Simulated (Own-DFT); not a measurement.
# What a defect does to the pressure of its cell: D0_22 TiAl3

Source: density functional calculations with Own-DFT, an unreviewed in-house program that is no longer used. Nothing was measured or relaxed, and spin and spin-orbit coupling are left out.

All runs used: PBE; PseudoDojo norm-conserving scalar-relativistic files; cutoff 42 hartree; 4 x 4 x 4 k mesh centred on Gamma; cold (Marzari-Vanderbilt) smearing of 0.2 eV.

Caveats: forces on such cells failed a check on a denser k mesh; stress not checked against mesh or cutoff.

All runs share one cell, with vectors in Å (-2.365, -6.981, 4.326); (-7.667, 3.491, 1.442); (-2.950, -3.488, -7.241) and a volume of 625.4 Å³. Atoms were moved at random from their sites; u is the rms move along one axis. The defect's site can differ from row to row.

| cell | formula | u (Å) | P (GPa) |
|---|---|---|---|
| no defect | Al30Ti10 | 0.0190 | 1.96 |
| no defect | Al30Ti10 | 0.0471 | 2.61 |
| no defect | Al30Ti10 | 0.0536 | 2.82 |
| two Al vacancies | Al28Ti10 | 0.0292 | ? |
| two Al vacancies | Al28Ti10 | 0.0309 | 1.35 |
| two Al vacancies | Al28Ti10 | 0.0491 | 1.77 |
| two Al vacancies | Al28Ti10 | 0.0527 | 1.65 |
| two Al on a Ti site each | Al32Ti8 | 0.0278 | 2.86 |
| two Al on a Ti site each | Al32Ti8 | 0.0296 | 2.90 |
| two Al on a Ti site each | Al32Ti8 | 0.0519 | 3.42 |
| two Ti on an Al site each | Al28Ti12 | 0.0298 | 3.33 |
| two Ti on an Al site each | Al28Ti12 | 0.0301 | 3.36 |
| two Ti on an Al site each | Al28Ti12 | 0.0464 | 3.72 |

## What the rows give

P = P0 + c u² + a shift for each defect gives P0 = 1.93 GPa, c = 291 ± 27 GPa/Å² and a scatter of 0.08 GPa. The shifts, and each times the cell's volume:

- two Ti on an Al site each: 1.16 ± 0.07 GPa, 4.5 eV (2.3 eV for each of its 2 sites)
- two Al on a Ti site each: 0.71 ± 0.07 GPa, 2.8 eV (1.4 eV for each of its 2 sites)
- two Al vacancies: -0.94 ± 0.07 GPa, -3.7 eV (-1.8 eV for each of its 2 sites)

Positive is outwards. The product with the volume (160.2 GPa Å³ to the eV) is nearly free of the cell's size; divided by the bulk modulus at the cell's pressure it gives the volume that the defect adds. The atoms around the defects weren't relaxed, which would change these numbers.

## Prediction

Question: what pressure belongs in the blank (two Al vacancies, u = 0.0292 Å)?

Estimate: 1.24 ± 0.10 GPa. The hidden result is 1.29 GPa.
